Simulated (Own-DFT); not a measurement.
# Computed records: SiC (2H silicon carbide, atoms displaced), SiC (4H silicon carbide, atoms displaced), GaP (zincblende, atoms displaced)

A calculation, not a measurement: plane-wave PBE density functional theory by an unreviewed code, no spin, of a simulated periodic cell, stress positive in tension, free energy of the whole cell less one offset for each atom, forces on such cells passed a denser k mesh, this cell's mesh not checked; offsets are fitted by least squares, one for each functional and potential file, so energies compare only between cells with the same atoms and settings and are not formation energies; the far tail of each file's local potential was reset to the Coulomb form; each entry is a single point on an unrelaxed cell, so the pressure reflects the starting lattice, mostly measured values (interpolated for alloys), from which strain is counted, and rises with the displacements; printed positions are rounded, which can move forces by about a meV/angstrom; the program, named Own-DFT, is a retired in-house code; no spin-orbit coupling. Program: Own-DFT development build.

Settings shared by all entries: functional PBE; potential files PseudoDojo norm-conserving, scalar-relativistic, standard set; wave cutoff 42 hartree; occupations Fermi-Dirac; smearing width 0.1 eV.

(1) SiC (2H silicon carbide, atoms displaced)

```
SiC
1.0
      9.2481     0.0000     0.0000
     -4.6241     8.0091     0.0000
      0.0000     0.0000    10.0681
Si C Si C Si C Si C Si C Si C Si C Si C Si C Si C Si C Si C Si C Si C Si C Si C Si C Si C
2 2 2 2 2 2 2 2 2 2 2 2 2 2 2 2 2 2 2 2 2 2 2 2 2 2 2 2 2 2 2 2 2 2 2 2
Direct
  0.00337 0.00548 0.99558
  0.11952 0.22792 0.24571
  0.99926 0.99876 0.18854
  0.11457 0.22156 0.43303
  0.01178 0.01176 0.51083
  0.10269 0.21434 0.74420
  0.99884 0.99200 0.70275
  0.10269 0.20756 0.94925
  0.99724 0.32753 0.00520
  0.11955 0.56487 0.25052
  0.98961 0.31419 0.19329
  0.11365 0.55733 0.43739
  0.00751 0.34034 0.50000
  0.11204 0.55371 0.75843
  0.00695 0.32256 0.68824
  0.11083 0.55175 0.94793
  0.00228 0.65855 0.00512
  0.13151 0.89817 0.24948
  0.98806 0.65808 0.18568
  0.11438 0.88733 0.43813
  0.99014 0.65682 0.50196
  0.11211 0.88658 0.75153
  0.00010 0.66799 0.69234
  0.10836 0.88849 0.93369
  0.34475 0.99818 0.99868
  0.43995 0.22727 0.25085
  0.31976 0.99663 0.18446
  0.43443 0.21126 0.43844
  0.33687 0.01058 0.50132
  0.44494 0.21784 0.75039
  0.33574 0.99416 0.67528
  0.45991 0.22703 0.94781
  0.33309 0.32578 0.99935
  0.44376 0.55318 0.25008
  0.33968 0.34713 0.18059
  0.43958 0.55373 0.43554
  0.33583 0.33584 0.49593
  0.45722 0.56177 0.74892
  0.33675 0.33400 0.68683
  0.45031 0.55549 0.93589
  0.33606 0.67343 0.99781
  0.44440 0.87738 0.25138
  0.31784 0.66371 0.19460
  0.45787 0.90252 0.43736
  0.32677 0.66914 0.49765
  0.43161 0.87246 0.74566
  0.32206 0.66392 0.68907
  0.43655 0.89517 0.94549
  0.67395 0.99315 0.00053
  0.78606 0.22532 0.25820
  0.67500 0.00459 0.18342
  0.77202 0.22874 0.42961
  0.66749 0.00034 0.49503
  0.79065 0.22469 0.74574
  0.67801 0.01457 0.68478
  0.77463 0.22095 0.94420
  0.65992 0.32954 0.00083
  0.76548 0.54789 0.25052
  0.67624 0.32333 0.18865
  0.78636 0.55679 0.42730
  0.67000 0.33365 0.50334
  0.77233 0.55336 0.75518
  0.65632 0.32629 0.69453
  0.77639 0.55263 0.94375
  0.66790 0.66958 0.00611
  0.77847 0.89152 0.24631
  0.66771 0.65962 0.19837
  0.77958 0.88578 0.42990
  0.66445 0.65947 0.50096
  0.78576 0.88628 0.75505
  0.66757 0.65962 0.68264
  0.77028 0.89598 0.93613
```

* hardware: one NVIDIA H100
* k mesh: 4 x 4 x 3 centred on Gamma
* free energy of cell above offsets: -2.417 eV
* pressure: 6.7 GPa
* stress xx: -7.4 GPa
* stress yy: -5.18 GPa
* stress zz: -7.53 GPa
* stress yz: 0.37 GPa
* stress xz: 1.25 GPa
* stress xy: -0.52 GPa
* wall time: 362.4 s

Force:
```csv
element,x (eV/Å),y (eV/Å),z (eV/Å)
Si,0.164,-4.305,2.501
Si,-0.734,-1.916,0.141
C,1.266,0.297,-0.646
C,-0.38,1.039,1.186
Si,-0.588,-2.751,-2.255
Si,3.546,0.214,2.797
C,0.478,1.125,-2.614
C,0.47,5.097,-3.199
Si,-0.404,-0.501,0.593
Si,-4.747,-3.713,0.603
C,1.73,3.689,-0.753
C,-0.839,0.003,0.293
Si,-0.261,-1.424,-0.998
Si,-0.944,-0.807,-0.31
C,-2.606,2.992,-0.938
C,0.936,-0.477,-1.463
Si,-1.906,1.479,-0.527
Si,-6.836,-3.892,1.507
C,1.514,1.157,1.383
C,-0.145,0.205,0.827
Si,1.569,2.384,-0.204
Si,1.23,0.024,-0.208
C,-0.23,-1.833,-0.413
C,1.289,-0.319,1.022
Si,-5.962,2.4,1.766
Si,1.981,-1.166,-0.659
C,5.939,2.842,-1.146
C,0.473,4.293,-0.933
Si,0.388,-3.685,-1.674
Si,-0.902,-0.775,0.61
C,-0.95,0.442,4.05
C,-4.426,-2.694,-2.702
Si,-0.291,0.796,-0.961
Si,-0.709,1.584,0.181
C,0.272,-1.878,1.168
C,0.361,0.457,0.705
Si,-0.196,-0.694,0.862
Si,-2.132,-1.524,0.029
C,-0.481,-0.379,0.427
C,-1.043,0.27,0.571
Si,0.199,-1.173,0.965
Si,-0.58,3.134,-0.217
C,5.13,1.168,-2.475
C,-2.059,-2.308,-0.198
Si,1.522,0.966,0.39
Si,1.027,4.16,0.809
C,2.338,-1.245,-0.633
C,5.651,-3.233,-3.044
Si,-4.791,3.337,0.796
Si,-1.044,-1.494,-2.636
C,-1.154,-1.613,1.089
C,2.291,-0.697,4.022
Si,1.862,0.81,0.653
Si,-2.421,-0.005,2.155
C,0.117,-3.724,0.039
C,1.028,-0.046,-1.716
Si,4.138,1.719,1.681
Si,3.305,-0.752,-1.232
C,-3.598,1.174,-0.012
C,-2.238,-1.333,3.167
Si,-1.522,0.062,-0.455
Si,1.284,-0.659,0.242
C,2.853,1.681,-1.451
C,-0.184,0.722,-0.544
Si,0.694,-0.483,-0.092
Si,1.335,-0.321,0.656
C,-2.583,1.682,-2.242
C,-0.122,0.612,2.53
Si,0.275,1.365,-2.105
Si,-2.933,-0.075,-1.437
C,-0.078,1.664,1.06
C,4.364,-3.152,-0.382
```

(2) SiC (2H silicon carbide, atoms displaced)

```
SiC
1.0
      6.1654     0.0000     0.0000
     -3.0827     5.3394     0.0000
      0.0000     0.0000    10.0681
Si C Si C Si C Si C Si C Si C Si C Si C
2 2 2 2 2 2 2 2 2 2 2 2 2 2 2 2
Direct
  0.98838 0.02478 0.00483
  0.17161 0.32204 0.25729
  0.99198 0.01004 0.18622
  0.17424 0.35948 0.44417
  0.99653 0.99861 0.50276
  0.18536 0.33809 0.73902
  0.01957 0.00719 0.67045
  0.17949 0.35776 0.94203
  0.00061 0.51852 0.01544
  0.17598 0.80899 0.25733
  0.00640 0.50566 0.18462
  0.17540 0.81880 0.44727
  0.98394 0.48294 0.49796
  0.19545 0.86416 0.75839
  0.00030 0.49640 0.69224
  0.12777 0.81339 0.94546
  0.50234 0.01695 0.00077
  0.66684 0.31517 0.24758
  0.50214 0.98236 0.17249
  0.68921 0.34180 0.44180
  0.49123 0.00406 0.48972
  0.67098 0.34725 0.73788
  0.48371 0.99970 0.69323
  0.65741 0.30996 0.94016
  0.49611 0.52864 0.99547
  0.69249 0.83618 0.25995
  0.53340 0.53551 0.16968
  0.68893 0.83993 0.44781
  0.54225 0.51066 0.50100
  0.64457 0.84082 0.73579
  0.53067 0.53804 0.67924
  0.68288 0.83687 0.94967
```

* hardware: one NVIDIA H100
* k mesh: 5 x 5 x 3 centred on Gamma
* free energy of cell above offsets: 4.824 eV
* pressure: 10.9 GPa
* stress xx: -8.16 GPa
* stress yy: -11.79 GPa
* stress zz: -12.75 GPa
* stress yz: 0.1 GPa
* stress xz: -1.05 GPa
* stress xy: -4.17 GPa
* wall time: 122.1 s

Force:
```csv
element,x (eV/Å),y (eV/Å),z (eV/Å)
Si,3.505,0.003,-0.729
Si,0.216,2.615,-1.339
C,3.123,0.087,1.759
C,3.464,-2.749,-1.315
Si,3.253,2.437,-2.67
Si,-1.773,0.379,1.357
C,-0.851,0.333,5.767
C,-1.44,-1.185,-1.567
Si,-0.291,-3.389,-4.884
Si,-1.077,2.756,-1.146
C,0.395,-2.371,4.336
C,-2.715,0.552,-2.497
Si,4.475,3.582,3.763
Si,-5.661,-4.896,1.164
C,0.726,1.022,-1.404
C,1.478,5.305,-1.459
Si,-0.408,-4.663,-1.624
Si,-0.852,1.688,-2.041
C,-0.419,0.766,6.337
C,-3.678,-3.38,-2.967
Si,2.503,-0.635,2.75
Si,1.152,-0.378,3.923
C,2.609,3.501,-3.657
C,-0.898,5.679,-2.032
Si,2.914,-3.308,-0.311
Si,-2.25,-0.433,-1.824
C,-0.157,-3.487,5.728
C,-2.792,-0.45,-2.293
Si,-4.576,0.19,-0.719
Si,4.323,2.567,3.565
C,-0.413,-4.171,0.609
C,-3.886,2.034,-4.579
```

(3) SiC (4H silicon carbide, atoms displaced)

```
SiC
1.0
      6.1654     0.0000     0.0000
     -3.0827     5.3394     0.0000
      0.0000     0.0000    10.0681
Si C Si C Si C Si C Si C Si C Si C Si C
2 2 2 2 2 2 2 2 2 2 2 2 2 2 2 2
Direct
  0.01960 0.00378 0.41071
  0.12857 0.31011 0.15232
  0.99130 0.97290 0.08218
  0.16553 0.33644 0.34026
  0.00437 0.50110 0.41223
  0.18294 0.84086 0.14715
  0.97344 0.47779 0.10930
  0.15452 0.85689 0.35396
  0.48104 0.99875 0.39966
  0.66681 0.33459 0.15809
  0.51938 0.02738 0.09393
  0.67619 0.33860 0.34820
  0.47365 0.48174 0.39304
  0.67243 0.84828 0.16327
  0.50970 0.52191 0.07458
  0.64571 0.81813 0.33224
  0.02625 0.02259 0.90055
  0.80535 0.62089 0.66291
  0.98656 0.00079 0.59904
  0.86262 0.69135 0.84241
  0.98673 0.49359 0.90066
  0.80064 0.15919 0.65782
  0.02241 0.49865 0.60931
  0.85808 0.17066 0.83834
  0.51618 0.04618 0.91818
  0.31352 0.63887 0.66904
  0.49516 0.98713 0.60259
  0.32294 0.66146 0.86544
  0.51076 0.50275 0.90140
  0.34137 0.21044 0.65129
  0.53074 0.51079 0.59151
  0.34292 0.16363 0.82839
```

- hardware: one NVIDIA H100
- k mesh: 5 x 5 x 3 centred on Gamma
- free energy of cell above offsets: 4.679 eV
- pressure: 9.63 GPa
- stress xx: -13.76 GPa
- stress yy: -5.5 GPa
- stress zz: -9.61 GPa
- stress yz: -1.07 GPa
- stress xz: -2.63 GPa
- stress xy: -2.12 GPa
- wall time: 120.6 s

Force:
```csv
element,x (eV/Å),y (eV/Å),z (eV/Å)
Si,-8.069,2.274,2.911
Si,3.752,1.01,-0.629
C,-0.127,2.438,1.537
C,-1.863,-1.719,-0.182
Si,-0.545,0.775,0.493
Si,-1.431,-1.515,1.649
C,2.428,3.455,-3.236
C,6.258,-4.983,-4.178
Si,2.785,0.101,2.464
Si,-3.62,2.206,1.442
C,-0.596,-2.283,1.193
C,-1.44,-0.761,-0.201
Si,3.861,3.047,1.466
Si,0.422,-2.237,-4.827
C,-0.347,-1.915,5.239
C,0.091,0.973,3.907
Si,-0.406,-1.68,-0.387
Si,5.737,6.836,0.818
C,0.771,0.098,-0.794
C,-1.971,-2.396,-0.097
Si,1.46,0.625,2.072
Si,4.553,-0.18,-0.295
C,-5.398,-2.781,-3.952
C,-3.419,0.302,1.456
Si,2.566,-3.799,-3.445
Si,3.789,5.135,1.822
C,-3.309,-0.497,-2.324
C,1.108,1.416,-2.211
Si,-0.777,1.225,-0.764
Si,0.425,-6.923,-0.587
C,-6.333,-0.814,-3.035
C,-0.354,2.568,2.675
```

(4) GaP (zincblende, atoms displaced)

```
GaP
1.0
     10.9010     0.0000     0.0000
      0.0000    10.9010     0.0000
      0.0000     0.0000    10.9010
Ga P Ga P Ga P Ga P Ga P Ga P Ga P Ga P
4 4 4 4 4 4 4 4 4 4 4 4 4 4 4 4
Direct
  0.00561 0.99920 0.98672
  0.99670 0.26513 0.23957
  0.26052 0.98457 0.25575
  0.25855 0.25996 0.99673
  0.13156 0.12843 0.13362
  0.11742 0.37304 0.38274
  0.39269 0.12099 0.36954
  0.37063 0.37178 0.11515
  0.99418 0.00668 0.51685
  0.98821 0.24683 0.73856
  0.22808 0.98674 0.75249
  0.24387 0.25602 0.51040
  0.11336 0.11367 0.62245
  0.12166 0.37612 0.87287
  0.37904 0.11261 0.86713
  0.37268 0.37974 0.63000
  0.00274 0.49471 0.98072
  0.98919 0.74944 0.24607
  0.25018 0.50893 0.24960
  0.24825 0.75853 0.00393
  0.11930 0.62576 0.12134
  0.12654 0.88833 0.37390
  0.38082 0.62165 0.38143
  0.36509 0.88907 0.12602
  0.99096 0.50747 0.48697
  0.99473 0.74021 0.75031
  0.24372 0.48983 0.74403
  0.25568 0.75439 0.50122
  0.14193 0.62714 0.62557
  0.12401 0.88371 0.87393
  0.36992 0.61876 0.88122
  0.36115 0.87914 0.60885
  0.48505 0.98832 0.99515
  0.50199 0.23492 0.24253
  0.75156 0.01082 0.25923
  0.75599 0.23961 0.97715
  0.62920 0.14041 0.12715
  0.61366 0.36543 0.38748
  0.88346 0.12240 0.34881
  0.86382 0.39642 0.13956
  0.48079 0.01162 0.49913
  0.48815 0.24534 0.76581
  0.74339 0.99910 0.73909
  0.74890 0.23624 0.50499
  0.61748 0.12875 0.63213
  0.62811 0.37205 0.86815
  0.87846 0.12124 0.88232
  0.87464 0.35862 0.62627
  0.51347 0.50356 0.99728
  0.49878 0.74257 0.24622
  0.74731 0.50881 0.26084
  0.75188 0.74596 0.99214
  0.61267 0.62173 0.10913
  0.63272 0.87788 0.37786
  0.86332 0.62075 0.36190
  0.88559 0.88084 0.12832
  0.50264 0.50021 0.50066
  0.49257 0.74068 0.74942
  0.75511 0.49051 0.74719
  0.73875 0.75871 0.50561
  0.63697 0.63205 0.63014
  0.62619 0.87117 0.86442
  0.87875 0.63252 0.86706
  0.86211 0.89003 0.61585
```

* k mesh: 3 x 3 x 3 centred on Gamma
* free energy of cell above offsets: -25.078 eV
* pressure: 5.21 GPa
* stress xx: -5.28 GPa
* stress yy: -5.21 GPa
* stress zz: -5.13 GPa
* stress yz: 0.05 GPa
* stress xz: 0.52 GPa
* stress xy: -0.36 GPa

Force:
```csv
element,x (eV/Å),y (eV/Å),z (eV/Å)
Ga,0.021,0.819,2.819
Ga,0.499,-0.307,-0.07
Ga,-1.454,3.218,1.231
Ga,-1.482,-2.207,-0.736
P,0.032,0.036,-1.124
P,0.743,0.48,-0.885
P,-3.65,1.491,-0.805
P,1.918,1.566,1.829
Ga,-0.96,-0.883,-3.989
Ga,1.884,-1.182,2.162
Ga,2.812,2.054,-2.384
Ga,0.367,-0.818,-0.709
P,2.308,2.536,1.761
P,0.406,-1.888,-1.26
P,-2.412,-0.062,0.637
P,0.813,-1.018,-0.148
Ga,-1.274,1.288,2.292
Ga,1.421,0.03,0.506
Ga,-0.234,-0.936,-0.019
Ga,-0.204,-0.686,-0.087
P,0.172,0.121,-0.134
P,-1.31,-2.043,1.133
P,-0.587,0.542,-0.708
P,1.775,-3.133,-0.932
Ga,0.587,-0.414,1.32
Ga,1.641,2.055,-1.858
Ga,0.204,0.909,1.194
Ga,-1.436,-0.838,-2.044
P,-2.375,0.13,-0.535
P,-1.254,-3.593,0.958
P,-0.163,0.272,-0.595
P,1.585,0.685,2.921
Ga,2.442,0.9,0.005
Ga,-0.785,2.748,0.415
Ga,-1.342,-1.539,-1.971
Ga,-1.405,2.106,2.843
P,1.056,-2.524,-2.113
P,1.057,0.189,-1.173
P,1.012,1.466,3.579
P,1.141,-1.585,-3.094
Ga,2.918,-1.843,1.737
Ga,1.086,1.15,-1.701
Ga,-0.341,0.823,1.479
Ga,0.127,-0.007,-1.293
P,-0.617,-0.241,-0.398
P,-0.318,0.128,0.43
P,0.457,-0.938,-2.659
P,-0.969,2.587,-1.879
Ga,-2.447,-2.575,-1.548
Ga,0.16,1.067,0.143
Ga,-3.783,-1.871,-1.286
Ga,-0.058,1.023,0.898
P,2.811,2.04,2.779
P,-1.969,0.385,-0.828
P,1.576,3.109,3.042
P,-1.786,0.241,-1.349
Ga,0.464,0.16,0.942
Ga,-0.245,0.684,-0.23
Ga,0.17,0.573,-0.24
Ga,1.229,-0.549,-0.921
P,-1.334,-1.464,0.057
P,-0.67,-0.02,0.825
P,-1.179,-2.225,0.957
P,1.146,-2.222,0.81
```
